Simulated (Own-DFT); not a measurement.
## Calculated data, Si3N4 (beta silicon nitride, atoms displaced)

Computed with Own-DFT development build. A calculation, not a measurement: plane-wave PBE density functional theory by an unreviewed code, no spin, of a simulated periodic cell, stress positive in tension, free energy of the whole cell less one offset for each atom, forces on such cells moved up to 12 meV/angstrom on a denser k mesh; offsets are fitted by least squares, one for each functional and potential file, so energies compare only between cells with the same atoms and settings and are not formation energies; the far tail of each file's local potential was reset to the Coulomb form; each entry is a single point on an unrelaxed cell, so the pressure reflects the starting lattice, mostly measured values (interpolated for alloys), from which strain is counted, and rises with the displacements; printed positions are rounded, which can move forces by about a meV/angstrom; the program, named Own-DFT, is a retired in-house code; no spin-orbit coupling; before rounding, a Quantum ESPRESSO 7.3.1 run of the same cell and cutoff gave forces within 1 meV/angstrom rms on each cell, which checks the program and not the settings.

Entry: Si3N4 (beta silicon nitride, atoms displaced)

```xyz
112
Lattice="15.2120 0.0000 0.0000 -7.6060 13.1740 0.0000 0.0000 0.0000 5.8180" Properties=species:S:1:pos:R:3 Si3N4
Si    -1.6363     5.0814     0.7268
Si     0.2484     2.6554     0.7448
Si     1.3833     5.4457     0.7296
Si     5.4059     1.5226     2.1491
Si     3.5757     3.9427     2.2023
Si     2.4181     1.1258     2.1867
N      2.4011     0.2270     0.7439
N      6.2179     1.9851     0.7228
N      2.7255     4.4200     0.7437
N      1.4001     6.3584     2.2165
N     -2.3773     4.6087     2.1576
N      0.9962     2.1863     2.2105
N     -0.0146     4.3882     0.6905
N      3.7859     2.1959     2.2101
Si    -1.5807     5.0789     3.6646
Si     0.2238     2.6661     3.6252
Si     1.3686     5.4355     3.6701
Si     5.3910     1.5167     5.0702
Si     3.6109     3.9271     5.1098
Si     2.4282     1.1561     5.1032
N      2.4300     0.2296     3.6617
N      6.2515     2.0357     3.6734
N      2.7883     4.3814     3.6427
N      1.3813     6.3716     5.1318
N     -2.4389     4.6372     5.0786
N      1.0259     2.1547     5.0959
N     -0.0165     4.4234     3.6083
N      3.7953     2.1727     5.1024
Si    -5.4435    11.6657     0.7221
Si    -3.5887     9.2646     0.7670
Si    -2.4105    12.0377     0.7589
Si     1.6130     8.1061     2.1866
Si    -0.2114    10.5165     2.1765
Si    -1.3722     7.7389     2.1800
N     -1.3528     6.7866     0.7273
N      2.3854     8.5981     0.7450
N     -1.0179    10.9833     0.7212
N     -2.3939    12.9936     2.1802
N     -6.2322    11.1934     2.1835
N     -2.7777     8.7792     2.1677
N     -3.7930    10.9971     0.7332
N      0.0083     8.7967     2.1792
Si    -5.3812    11.6491     3.6270
Si    -3.5683     9.2281     3.6439
Si    -2.3728    12.0371     3.6150
Si     1.6545     8.1347     5.1127
Si    -0.2310    10.4944     5.0832
Si    -1.4120     7.7231     5.1047
N     -1.3984     6.7864     3.6410
N      2.4269     8.5922     3.6067
N     -1.0456    10.9848     3.6425
N     -2.4003    12.9478     5.1002
N     -6.2381    11.2047     5.0990
N     -2.7685     8.7970     5.1315
N     -3.8038    11.0161     3.6273
N      0.0097     8.7971     5.0753
Si     6.0112     5.0606     0.7183
Si     7.8204     2.6425     0.7001
Si     9.0387     5.4654     0.7100
Si    13.0128     1.5238     2.1645
Si    11.1900     3.9538     2.1664
Si    10.0280     1.1620     2.1564
N      9.9954     0.2322     0.7220
N     13.8493     1.9761     0.7313
N     10.4020     4.3892     0.7227
N      9.0127     6.3789     2.1853
N      5.1420     4.6257     2.2108
N      8.6413     2.1988     2.1974
N      7.5725     4.4019     0.7427
N     11.4465     2.1667     2.1726
Si     5.9930     5.0721     3.6602
Si     7.8400     2.6895     3.6265
Si     8.9525     5.4390     3.6170
Si    13.0538     1.5203     5.1117
Si    11.1807     3.9026     5.0710
Si    10.0161     1.1577     5.0991
N     10.0226     0.1868     3.6397
N     13.8479     1.9576     3.6836
N     10.4145     4.3712     3.6351
N      8.9895     6.4017     5.0872
N      5.2083     4.6091     5.0870
N      8.6473     2.2083     5.0868
N      7.5844     4.3714     3.6440
N     11.4082     2.1935     5.1026
Si     2.2207    11.6562     0.7510
Si     4.0149     9.2293     0.7366
Si     5.2104    12.0370     0.7163
Si     9.2281     8.1120     2.1464
Si     7.3741    10.5278     2.2063
Si     6.2310     7.7463     2.1893
N      6.2473     6.8023     0.7450
N     10.0408     8.5842     0.7387
N      6.6056    10.9877     0.7140
N      5.1839    12.9304     2.1560
N      1.4034    11.1790     2.1657
N      4.8505     8.8266     2.1818
N      3.8179    10.9809     0.7634
N      7.6132     8.7720     2.1889
Si     2.2131    11.6611     3.6566
Si     4.0406     9.2643     3.6254
Si     5.1635    12.0684     3.6166
Si     9.2087     8.1137     5.0889
Si     7.3884    10.5672     5.0765
Si     6.2213     7.7315     5.1014
N      6.1965     6.7943     3.6308
N     10.0260     8.5952     3.6505
N      6.5699    10.9792     3.6595
N      5.2105    12.9664     5.1194
N      1.3808    11.1875     5.0643
N      4.8129     8.7758     5.0945
N      3.7717    10.9726     3.6150
N      7.5767     8.7934     5.0786
```

Here we set functional PBE, potential files PseudoDojo norm-conserving, scalar-relativistic, standard set, wave cutoff 42 hartree, occupations Fermi-Dirac, smearing width 0.1 eV and k mesh 2 x 2 x 4 centred on Gamma.

Results for Si3N4 (beta silicon nitride, atoms displaced): free energy of cell above offsets -19.527 eV; pressure 5.44 GPa; stress xx -4.86 GPa; stress yy -3.78 GPa; stress zz -7.69 GPa; stress yz 0.55 GPa; stress xz 0.68 GPa; stress xy -0.01 GPa.

Force:
| element | x (eV/Å) | y (eV/Å) | z (eV/Å) |
| --- | --- | --- | --- |
| Si | 1.991 | -0.488 | -0.689 |
| Si | -0.805 | 1.298 | -0.65 |
| Si | -1.643 | -0.449 | 0.927 |
| Si | -0.558 | 1.166 | 1.619 |
| Si | -0.19 | -1.166 | -0.601 |
| Si | 0.175 | 1.276 | 0.757 |
| N | -0.379 | -1.027 | -0.335 |
| N | 0.428 | -0.127 | -0.475 |
| N | 1.996 | -0.903 | -0.318 |
| N | 0.343 | 1.098 | -0.466 |
| N | -1.777 | -0.276 | 1.4 |
| N | 1.276 | -1.029 | -0.733 |
| N | 0.079 | -0.087 | 0.18 |
| N | 0.461 | 0.238 | -0.361 |
| Si | -0.31 | -0.29 | -1.105 |
| Si | -0.61 | 1.04 | 1.367 |
| Si | 0.349 | -0.283 | -0.118 |
| Si | -0.087 | -0.254 | 0.379 |
| Si | -0.797 | -0.769 | 0.056 |
| Si | -0.041 | 0.073 | -0.038 |
| N | -0.51 | -1.276 | -0.528 |
| N | -0.829 | -1.032 | -1.419 |
| N | -0.845 | 0.838 | 1.014 |
| N | 0.671 | 1.515 | -1.003 |
| N | -0.748 | -0.194 | 0.341 |
| N | -0.183 | 0.189 | -0.068 |
| N | 0.694 | -1.429 | 0.329 |
| N | 0.622 | 1.244 | 0.15 |
| Si | 1.711 | -0.044 | 0.34 |
| Si | -0.091 | 1.38 | -1.085 |
| Si | -0.275 | -0.77 | -1.128 |
| Si | -1.429 | -0.42 | 0.373 |
| Si | 0.505 | -0.54 | 0.055 |
| Si | 0.672 | 0.261 | 0.102 |
| N | -0.674 | 0.118 | 0.257 |
| N | 1.655 | 0.006 | 0.092 |
| N | -0.422 | 0.624 | 0.382 |
| N | 0.417 | -0.06 | 0.228 |
| N | -0.357 | 0.261 | 0.233 |
| N | 0.537 | -0.8 | 1.083 |
| N | -0.872 | -0.137 | 0.137 |
| N | -0.196 | -0.365 | 0.056 |
| Si | 0.062 | 0.523 | 0.41 |
| Si | -0.442 | 1.86 | 0.348 |
| Si | -1.746 | -0.141 | 0.971 |
| Si | -2.217 | -0.549 | -1.346 |
| Si | 0.8 | -0.215 | 0.167 |
| Si | 1.623 | 0.946 | -0.283 |
| N | -0.414 | 0.618 | -0.037 |
| N | 0.718 | -0.356 | 1.051 |
| N | 0.734 | -0.078 | -0.698 |
| N | 0.435 | 0.918 | -0.28 |
| N | 0.269 | 0.363 | -0.742 |
| N | -0.155 | -0.553 | -0.602 |
| N | 0.962 | -1.339 | -0.047 |
| N | -0.136 | -0.981 | 0.088 |
| Si | -0.048 | 0.434 | 1.285 |
| Si | -0.297 | 1.472 | 0.973 |
| Si | -1.794 | -1.255 | 0.392 |
| Si | 0.261 | -0.449 | 0.955 |
| Si | 1.646 | -1.787 | 0.416 |
| Si | 0.638 | -0.102 | 1.197 |
| N | -0.308 | -1.016 | 0.022 |
| N | 0.608 | -0.072 | 0.412 |
| N | -0.695 | 0.85 | -0.422 |
| N | 0.489 | 0.407 | -0.453 |
| N | 0.742 | 0.459 | -0.846 |
| N | 0.024 | -0.272 | -0.954 |
| N | 1.996 | -0.465 | -0.175 |
| N | -1.144 | 1.428 | 0.017 |
| Si | 0.566 | -0.054 | -1.214 |
| Si | -0.299 | -0.159 | 0.417 |
| Si | 0.51 | -0.758 | 0.627 |
| Si | -1.814 | 0.012 | 0.058 |
| Si | 1.14 | -0.647 | 0.467 |
| Si | 0.848 | -0.025 | -0.768 |
| N | -0.223 | 1.085 | -0.252 |
| N | 0.264 | -0.001 | -1.692 |
| N | -1.871 | 1.48 | -0.529 |
| N | 0.481 | -0.408 | -0.406 |
| N | -1.219 | -0.141 | 0.765 |
| N | 0.041 | -0.283 | -0.21 |
| N | 0.492 | 1.25 | -0.066 |
| N | 0.593 | -0.235 | -0.064 |
| Si | 0.217 | -0.139 | -1.2 |
| Si | -0.268 | 1.656 | -0.152 |
| Si | -0.663 | -1.722 | 0.079 |
| Si | -1.197 | 0.295 | 1.636 |
| Si | 0.419 | -1.324 | -0.651 |
| Si | 0.267 | 0.355 | -0.075 |
| N | -0.707 | -0.64 | -0.325 |
| N | 0.081 | -0.362 | -0.801 |
| N | -0.537 | 0.776 | 0.75 |
| N | 0.631 | 2.054 | 0.478 |
| N | -0.845 | 0.25 | 0.875 |
| N | 0.553 | -1.144 | -0.109 |
| N | 0.03 | -0.241 | -0.485 |
| N | 0.288 | 0.684 | -0.04 |
| Si | -0.222 | -0.538 | -0.879 |
| Si | -0.778 | 0.753 | 0.335 |
| Si | -0.494 | -1.673 | 0.952 |
| Si | -1.225 | 0.939 | -0.004 |
| Si | 0.279 | -2.233 | 0.651 |
| Si | 0.275 | 0.63 | -0.126 |
| N | -0.176 | -0.262 | 0.447 |
| N | 0.407 | -0.423 | -0.67 |
| N | -0.963 | 1.202 | -0.917 |
| N | 0.219 | 0.61 | -1.217 |
| N | -0.372 | 0.181 | 1.292 |
| N | 0.224 | -0.709 | 0.009 |
| N | 1.471 | 0.422 | 0.367 |
| N | 1.013 | 0.428 | 0.088 |
